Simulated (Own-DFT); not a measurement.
Simulation results for GaN (wurtzite, atoms displaced)

Computed with Own-DFT development build. A calculation, not a measurement: plane-wave PBE density functional theory by an unreviewed code, no spin, of a simulated periodic cell, stress positive in tension, free energy of the whole cell less one offset for each atom, forces on such cells passed a denser k mesh, this cell's mesh not checked; offsets are fitted by least squares, one for each functional and potential file, so energies compare only between cells with the same atoms and settings and are not formation energies; the far tail of each file's local potential was reset to the Coulomb form; each entry is a single point on an unrelaxed cell, so the pressure reflects the starting lattice, mostly measured values (interpolated for alloys), from which strain is counted, and rises with the displacements; printed positions are rounded, which can move forces by about a meV/angstrom; the program, named Own-DFT, is a retired in-house code; no spin-orbit coupling.

Settings shared by all entries: functional PBE; potential files PseudoDojo norm-conserving, scalar-relativistic, standard set; wave cutoff 42 hartree; occupations Fermi-Dirac; smearing width 0.1 eV; hardware one NVIDIA H200; k mesh 3 x 4 x 3 centred on Gamma.

(1) GaN (wurtzite, atoms displaced)

```
GaN
1.0
     12.7560     0.0000     0.0000
     -4.7835     8.2853     0.0000
      0.0000     0.0000    10.3700
Ga N Ga N Ga N Ga N Ga N Ga N Ga N Ga N Ga N Ga N Ga N Ga N Ga N Ga N Ga N Ga N Ga N Ga N Ga N Ga N Ga N Ga N Ga N Ga N
2 2 2 2 2 2 2 2 2 2 2 2 2 2 2 2 2 2 2 2 2 2 2 2 2 2 2 2 2 2 2 2 2 2 2 2 2 2 2 2 2 2 2 2 2 2 2 2
Direct
  0.08009 0.21811 0.00178
  0.16440 0.10616 0.24930
  0.08220 0.22574 0.19031
  0.16820 0.11379 0.43770
  0.08200 0.22367 0.50002
  0.16522 0.11006 0.75024
  0.08277 0.22442 0.68720
  0.16776 0.11039 0.93583
  0.08477 0.55621 0.00308
  0.16814 0.44520 0.25088
  0.08261 0.56002 0.18695
  0.16934 0.44544 0.43937
  0.08456 0.55731 0.49975
  0.16612 0.44212 0.74959
  0.08280 0.55283 0.69031
  0.16871 0.44177 0.93682
  0.08230 0.88821 0.99713
  0.16707 0.78025 0.25149
  0.08397 0.89110 0.19113
  0.16660 0.77849 0.43815
  0.08122 0.88540 0.50062
  0.16616 0.77709 0.75148
  0.08294 0.88592 0.68862
  0.16702 0.77683 0.93536
  0.33471 0.22482 0.00022
  0.41781 0.11267 0.25080
  0.33340 0.22115 0.18707
  0.41220 0.10785 0.43755
  0.33135 0.21590 0.49932
  0.41584 0.11013 0.75316
  0.33389 0.22369 0.68646
  0.41754 0.11257 0.93918
  0.33596 0.55767 0.00191
  0.41774 0.44650 0.25033
  0.33439 0.55648 0.18926
  0.41315 0.44245 0.44359
  0.33106 0.55446 0.50121
  0.41554 0.43944 0.75188
  0.33371 0.55510 0.68920
  0.41654 0.44199 0.94144
  0.33488 0.88828 0.99881
  0.41593 0.77791 0.25557
  0.33439 0.88847 0.18607
  0.41569 0.77782 0.43770
  0.33250 0.88885 0.50044
  0.41782 0.77673 0.75224
  0.33345 0.88937 0.69108
  0.41444 0.77595 0.94038
  0.58296 0.21932 0.00069
  0.67037 0.11506 0.24973
  0.58106 0.22107 0.18949
  0.67039 0.11564 0.44156
  0.58078 0.22125 0.50064
  0.66895 0.11437 0.75234
  0.58180 0.22109 0.69445
  0.66621 0.11542 0.93656
  0.58263 0.55428 0.99821
  0.66690 0.44482 0.25050
  0.58571 0.55804 0.18905
  0.66436 0.44411 0.43938
  0.58368 0.55764 0.49926
  0.66821 0.44400 0.75042
  0.58669 0.55778 0.69088
  0.66731 0.44499 0.93862
  0.58234 0.89295 0.99930
  0.66494 0.77712 0.24736
  0.58242 0.88966 0.18659
  0.66677 0.77984 0.43958
  0.58418 0.89002 0.49803
  0.66864 0.78297 0.74832
  0.58446 0.88954 0.69033
  0.66836 0.78143 0.93892
  0.83279 0.22245 0.00138
  0.91766 0.11588 0.24778
  0.83343 0.22249 0.18772
  0.91697 0.11199 0.43748
  0.83273 0.21789 0.50067
  0.91667 0.10969 0.74819
  0.83462 0.22608 0.68797
  0.91588 0.10916 0.93610
  0.83490 0.55889 0.00432
  0.91402 0.44205 0.24840
  0.83731 0.55780 0.18618
  0.91812 0.44620 0.43666
  0.83268 0.55533 0.49942
  0.91797 0.44767 0.74951
  0.83194 0.55549 0.68642
  0.91535 0.44199 0.93986
  0.83437 0.88984 0.99832
  0.91455 0.77603 0.24949
  0.83330 0.88645 0.18853
  0.91850 0.77271 0.43954
  0.83172 0.88980 0.49872
  0.91670 0.77785 0.74962
  0.83343 0.89127 0.69046
  0.91908 0.77821 0.93746
```

- free energy of cell above offsets: 18.895 eV
- pressure: 5.89 GPa
- stress xx: -5.59 GPa
- stress yy: -5.77 GPa
- stress zz: -6.31 GPa
- stress yz: -0.15 GPa
- stress xz: -0.09 GPa
- stress xy: -0.2 GPa
- wall time: 1127 s

Force:
```
element  x (eV/Å)  y (eV/Å)  z (eV/Å)
     Ga     0.478     0.539    -0.377
     Ga     0.033     1.096     0.229
      N     0.535    -0.413    -0.283
      N    -0.588    -0.712     0.142
     Ga     0.577    -0.128    -0.134
     Ga     0.166     0.161    -0.474
      N     0.262    -0.598     0.017
      N    -0.308     0.094     0.565
     Ga     0.089     -0.27    -0.873
     Ga    -0.384     0.431     -0.11
      N     0.471    -0.528      0.69
      N    -0.834    -0.061    -0.245
     Ga    -0.085    -0.285      0.13
     Ga     0.119     0.408     0.249
      N     0.036     0.469    -0.461
      N    -0.358      0.11     0.602
     Ga     0.703     0.171     0.523
     Ga     0.217    -0.012    -0.375
      N    -0.252    -0.665    -0.817
      N     0.182    -0.029     0.195
     Ga     0.267     0.714    -0.047
     Ga      0.28    -0.227    -0.403
      N    -0.227     0.348    -0.064
      N    -0.065     0.097     0.804
     Ga    -0.068    -0.707     0.132
     Ga    -0.418    -0.525    -0.341
      N    -0.236     0.246     0.377
      N     0.928      0.16     0.082
     Ga    -0.412     0.892     0.196
     Ga    -0.166     0.115    -0.286
      N    -0.041    -0.709     0.411
      N    -0.084    -0.244     0.203
     Ga    -0.344    -0.558    -0.149
     Ga     0.023    -0.448     0.426
      N    -0.035     0.076     0.128
      N     0.643     0.149    -0.783
     Ga     0.596     0.215     0.309
     Ga      0.15     0.847     -0.32
      N     0.057     0.001     0.159
      N    -0.143     0.546    -0.423
     Ga     -0.69     0.187      0.15
     Ga     0.022     0.138    -1.163
      N     -0.21     0.103     0.503
      N     0.193     0.113     0.782
     Ga     0.036    -0.187      0.41
     Ga    -0.229    -0.017     -0.29
      N     0.142    -0.194     -0.36
      N     0.598      0.25    -0.329
     Ga    -0.481     0.803    -0.016
     Ga    -0.694    -0.611     0.311
      N     0.743     0.351     0.002
      N    -0.761    -0.523    -0.636
     Ga      0.09     0.006     0.479
     Ga    -0.098    -0.183     -0.68
      N     0.139      0.03    -0.983
      N     0.605    -0.489     0.622
     Ga     0.321     0.462     0.067
     Ga     0.117     0.037    -0.127
      N    -0.215    -0.426    -0.158
      N     0.301    -0.063    -0.228
     Ga    -0.433    -0.339     0.581
     Ga    -0.335     0.116     0.144
      N    -0.464     -0.11    -0.234
      N      0.18    -0.034     0.358
     Ga     0.421    -0.349    -0.094
     Ga     0.156     0.441     0.192
      N     0.042      0.26     0.503
      N     0.032    -0.157    -0.536
     Ga    -0.379     0.111     0.561
     Ga    -0.011     -0.77      0.52
      N    -0.358     0.355    -0.434
      N    -0.354    -0.259    -0.029
     Ga     0.141    -0.082    -0.641
     Ga     0.188    -0.905     0.358
      N    -0.057     0.008     -0.07
      N     0.057     -0.25    -0.173
     Ga     0.085     1.149     0.174
     Ga    -0.263     0.671     0.138
      N     0.149    -0.399     0.164
      N    -0.214     0.273      0.35
     Ga    -0.019    -0.504    -1.181
     Ga     0.638     0.607     0.364
      N    -0.825    -0.416     0.824
      N    -0.085    -0.509     0.143
     Ga     0.154    -0.529     0.054
     Ga    -0.155    -0.213     0.289
      N      0.38     0.161     0.251
      N     0.103      0.48    -0.073
     Ga     -0.05    -0.306     0.202
     Ga     0.494     0.338     0.345
      N    -0.291      0.62    -0.049
      N    -1.204     0.685     -0.33
     Ga     0.806    -0.202     0.168
     Ga    -0.106    -0.177     -0.13
      N     0.435    -0.232    -0.705
      N     -0.55    -0.087     0.035
```

(2) GaN (wurtzite, atoms displaced)

```
GaN
1.0
     12.7560     0.0000     0.0000
     -4.7835     8.2853     0.0000
      0.0000     0.0000    10.3700
Ga N Ga N Ga N Ga N Ga N Ga N Ga N Ga N Ga N Ga N Ga N Ga N Ga N Ga N Ga N Ga N Ga N Ga N Ga N Ga N Ga N Ga N Ga N Ga N
2 2 2 2 2 2 2 2 2 2 2 2 2 2 2 2 2 2 2 2 2 2 2 2 2 2 2 2 2 2 2 2 2 2 2 2 2 2 2 2 2 2 2 2 2 2 2 2
Direct
  0.08454 0.22443 0.99909
  0.17003 0.11336 0.24874
  0.08374 0.21981 0.19076
  0.16736 0.11391 0.43883
  0.08343 0.21887 0.50454
  0.16570 0.11341 0.75058
  0.08143 0.22084 0.68936
  0.16671 0.11467 0.93794
  0.08289 0.55385 0.00034
  0.16621 0.44194 0.25179
  0.08139 0.55104 0.18927
  0.16644 0.44509 0.43986
  0.08370 0.55219 0.49749
  0.16930 0.44604 0.74901
  0.08331 0.55693 0.68617
  0.16936 0.44777 0.93913
  0.08241 0.88781 0.00122
  0.16682 0.78138 0.24886
  0.08422 0.88517 0.18508
  0.16709 0.77460 0.44128
  0.07972 0.88453 0.50049
  0.16344 0.77506 0.75292
  0.08120 0.88622 0.68703
  0.16566 0.78062 0.93931
  0.33457 0.22483 0.00211
  0.41469 0.11103 0.24741
  0.33433 0.22434 0.18885
  0.41687 0.10946 0.43945
  0.33355 0.22138 0.49849
  0.41696 0.10902 0.74880
  0.33538 0.22560 0.69236
  0.41650 0.10910 0.94270
  0.33019 0.55186 0.00049
  0.41764 0.44399 0.25151
  0.33500 0.55971 0.18981
  0.41607 0.44397 0.44019
  0.33455 0.55537 0.50039
  0.41674 0.44713 0.75045
  0.33111 0.55530 0.68762
  0.41697 0.44619 0.93932
  0.33210 0.88805 0.99692
  0.41373 0.77639 0.24597
  0.33185 0.88342 0.18835
  0.41439 0.77650 0.43233
  0.33425 0.89281 0.50057
  0.41747 0.77928 0.75179
  0.33676 0.89308 0.68652
  0.41669 0.77734 0.93261
  0.58471 0.22606 0.00169
  0.66801 0.11044 0.24803
  0.58326 0.21949 0.18976
  0.66314 0.10936 0.43961
  0.58181 0.22352 0.50052
  0.66779 0.11158 0.75202
  0.58433 0.22185 0.68959
  0.66690 0.11015 0.94024
  0.58410 0.55492 0.00064
  0.66716 0.44730 0.25106
  0.58198 0.55457 0.18933
  0.66859 0.44712 0.43476
  0.58321 0.55445 0.49676
  0.66679 0.44424 0.74857
  0.58420 0.55480 0.69063
  0.66747 0.44566 0.93955
  0.58348 0.89084 0.99739
  0.66758 0.77834 0.24601
  0.58352 0.88719 0.18784
  0.67000 0.78205 0.43850
  0.58402 0.88906 0.50107
  0.66385 0.77571 0.74795
  0.58202 0.89128 0.68569
  0.66766 0.77563 0.93731
  0.83321 0.22192 0.00409
  0.91608 0.10941 0.25249
  0.83484 0.21974 0.18802
  0.91466 0.10796 0.43579
  0.83522 0.22323 0.50101
  0.91692 0.10895 0.75123
  0.83221 0.22192 0.68616
  0.91904 0.11285 0.93889
  0.83192 0.55380 0.99487
  0.91647 0.44307 0.24789
  0.83166 0.55478 0.18581
  0.91564 0.44216 0.43697
  0.83478 0.55380 0.50059
  0.92032 0.44708 0.75322
  0.83457 0.55864 0.68869
  0.91536 0.44689 0.93689
  0.83482 0.88680 0.00004
  0.91551 0.77379 0.25090
  0.83242 0.88768 0.18905
  0.91302 0.77704 0.43779
  0.83499 0.89326 0.50014
  0.91708 0.77870 0.75494
  0.83502 0.89210 0.68983
  0.91738 0.77499 0.93479
```

- free energy of cell above offsets: 19.047 eV
- pressure: 5.94 GPa
- stress xx: -5.77 GPa
- stress yy: -5.44 GPa
- stress zz: -6.62 GPa
- stress yz: -0.01 GPa
- stress xz: 0.09 GPa
- stress xy: 0.1 GPa
- wall time: 1142 s

Force:
```
element  x (eV/Å)  y (eV/Å)  z (eV/Å)
     Ga    -0.109    -0.084     0.479
     Ga    -0.578    -0.576     0.293
      N    -0.108     0.122    -0.444
      N     0.236    -0.726    -0.131
     Ga    -0.487      0.44    -0.846
     Ga     0.647    -0.448    -0.159
      N     0.161      0.41     0.171
      N     0.344    -0.438     0.313
     Ga    -0.191     0.317     0.177
     Ga     0.077     0.213     -0.02
      N     0.179     0.537    -0.183
      N     0.493    -0.726     0.001
     Ga    -0.426      0.33     0.219
     Ga    -0.738    -0.161      0.06
      N     0.412    -0.286     0.381
      N    -0.671    -0.431    -0.411
     Ga    -0.148     0.494    -0.511
     Ga     0.569    -1.032     0.573
      N    -0.772     0.677     0.694
      N    -0.572     0.489    -0.615
     Ga     0.344     0.233    -0.243
     Ga     0.483     0.609    -0.747
      N     0.115     0.537     0.441
      N     0.302    -0.625    -0.067
     Ga    -0.001    -0.264    -0.676
     Ga     0.772     -0.44     0.327
      N     0.052    -0.065     0.019
      N    -0.464     0.573    -0.577
     Ga    -0.009    -0.032     0.721
     Ga    -0.203     0.577     0.594
      N    -0.214    -0.398    -0.603
      N    -0.099     0.528    -0.546
     Ga     0.732     0.881     0.263
     Ga    -0.471     0.509    -0.022
      N      0.01    -1.239    -0.393
      N     0.236    -0.101    -0.273
     Ga    -0.485     0.483    -0.315
     Ga     0.168     -0.12     0.048
      N     0.634     0.351     0.061
      N     0.088    -0.097      0.04
     Ga     0.325    -0.125     0.435
     Ga     0.818      0.43     0.598
      N    -0.607     0.922    -0.559
      N     0.321     0.128     0.972
     Ga     0.357     -0.94    -0.233
     Ga    -0.206    -0.062    -1.076
      N    -0.589    -0.823      0.52
      N    -0.116    -0.159     1.324
     Ga     0.037     -0.56    -0.017
     Ga    -0.278    -0.286     0.644
      N    -0.264     0.498     -0.06
      N     0.579     0.498    -0.311
     Ga     0.584    -0.002    -0.139
     Ga    -0.011     0.068    -0.288
      N    -0.168      0.17    -0.051
      N    -0.059     0.539    -0.165
     Ga    -0.321     0.171    -0.044
     Ga     0.169    -0.559    -0.539
      N     0.185     0.026    -0.143
      N    -0.101    -0.336     0.843
     Ga     0.171      0.62     0.472
     Ga     0.216    -0.016     0.199
      N    -0.367    -0.013    -0.709
      N     -0.24    -0.255     -0.43
     Ga     0.234    -0.651     0.395
     Ga    -0.326    -0.079     0.713
      N    -0.278     0.143    -0.411
      N    -0.325     -0.62    -0.187
     Ga    -0.494    -0.172    -0.829
     Ga     0.367     0.501     0.071
      N     0.401    -0.347     0.694
      N    -0.239      0.33     0.071
     Ga     0.216    -0.019    -0.824
     Ga     0.376    -0.073    -0.561
      N    -0.284     0.242     0.298
      N     0.361     0.825     0.712
     Ga    -0.653    -0.465    -0.356
     Ga    -0.663     0.408     0.042
      N     0.493     0.256     0.733
      N    -0.329    -0.165     0.166
     Ga     0.008     0.318     0.791
     Ga    -0.322     0.023      0.19
      N     0.349    -0.123    -0.109
      N     0.175      0.21    -0.091
     Ga    -0.314     0.229     0.063
     Ga    -0.563    -0.448    -0.959
      N     0.145    -0.376     0.114
      N     0.731    -0.579     0.558
     Ga    -0.266     0.255     -0.07
     Ga    -0.064     0.356    -0.212
      N     0.587     0.043    -0.345
      N     0.621    -0.087     0.036
     Ga    -0.112    -0.677     0.347
     Ga    -0.223     0.032    -1.478
      N    -0.167    -0.594    -0.147
      N    -0.182     0.352     1.245
```
